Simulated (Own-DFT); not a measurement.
# Response to strain: wurtzite GaN, 72 atoms (Ga36N36)

Calculated results; nothing here was measured. The program, named Own-DFT, is a retired in-house plane-wave density functional code that no person has reviewed. Each row is one single-point run on a periodic cell that was not relaxed, without spin or spin-orbit coupling.

Settings of every run: PBE; PseudoDojo norm-conserving scalar-relativistic files (stringent for Ga); cutoff 96 hartree; 4 x 4 x 3 k mesh centred on Gamma; Gaussian smearing of 0.01 eV.

Known limits: forces not confirmed at this smearing and k mesh; stress not checked against mesh or cutoff.

Unstrained cell vectors in Å: (9.567, 0.000, 0.000); (-4.784, 8.285, 0.000); (0.000, 0.000, 10.370). The unstrained cell has measured lattice constants (interpolated for alloys), not those of this functional. That, the random moves and any unrelaxed bonds set the pressure at no strain. Each run strains this cell uniformly, with the atoms carried along. Every atom was also moved at random, by a Gaussian of width 0.05 Å on each axis. Strain is the symmetric tensor, in per cent. Stress is positive in tension, and the pressure is minus a third of its trace.

| run | e_xx (%) | e_yy (%) | e_zz (%) | s_xx (GPa) | s_yy (GPa) | s_zz (GPa) | P (GPa) | E (meV/atom) |
|---|---|---|---|---|---|---|---|---|
| 1 | 0.00 | 0.00 | -1.75 | -8.18 | -6.20 | -17.14 | 10.51 | 15.7 |
| 2 | 0.00 | 0.00 | -1.50 | -6.22 | -9.39 | -14.03 | 9.88 | 3.4 |
| 3 | 0.00 | 0.00 | 2.50 | -5.41 | -6.05 | 3.17 | 2.76 | 9.9 |
| 4 | 0.00 | 0.00 | -1.00 | -7.33 | -6.53 | -12.32 | 8.73 | 0.0 |
| 5 | 0.00 | 0.00 | 1.25 | -7.45 | -6.39 | -0.70 | 4.85 | 5.0 |
| 6 | 0.00 | 0.00 | 1.00 | -6.42 | -7.09 | -3.20 | 5.57 | 14.0 |
| 7 | 0.00 | 0.00 | 3.00 | -5.92 | -5.99 | 5.39 | 2.18 | 10.7 |
| 8 | 0.00 | 0.00 | 2.00 | -6.71 | -4.91 | 0.96 | 3.55 | 8.6 |
| 9 | 0.00 | 0.00 | 0.50 | ? | ? | ? | ? | ? |

E is the free energy for each atom above the lowest run shown.

## Worked fit

The change of volume is close to e_xx + e_yy + e_zz. A straight line through the runs shown gives P = 7.21 - 176 x (fractional change of volume) GPa, with an error of 4 on the slope and a scatter of 0.19 GPa. The strain isn't the same on all axes and the cell isn't cubic, so the slope belongs to this path and is not the bulk modulus.

## Withheld run

Question: what pressure should run 9 give? Its volume changes by 0.50 %.

The line gives 6.3 GPa. The calculation gave 6.42 GPa.
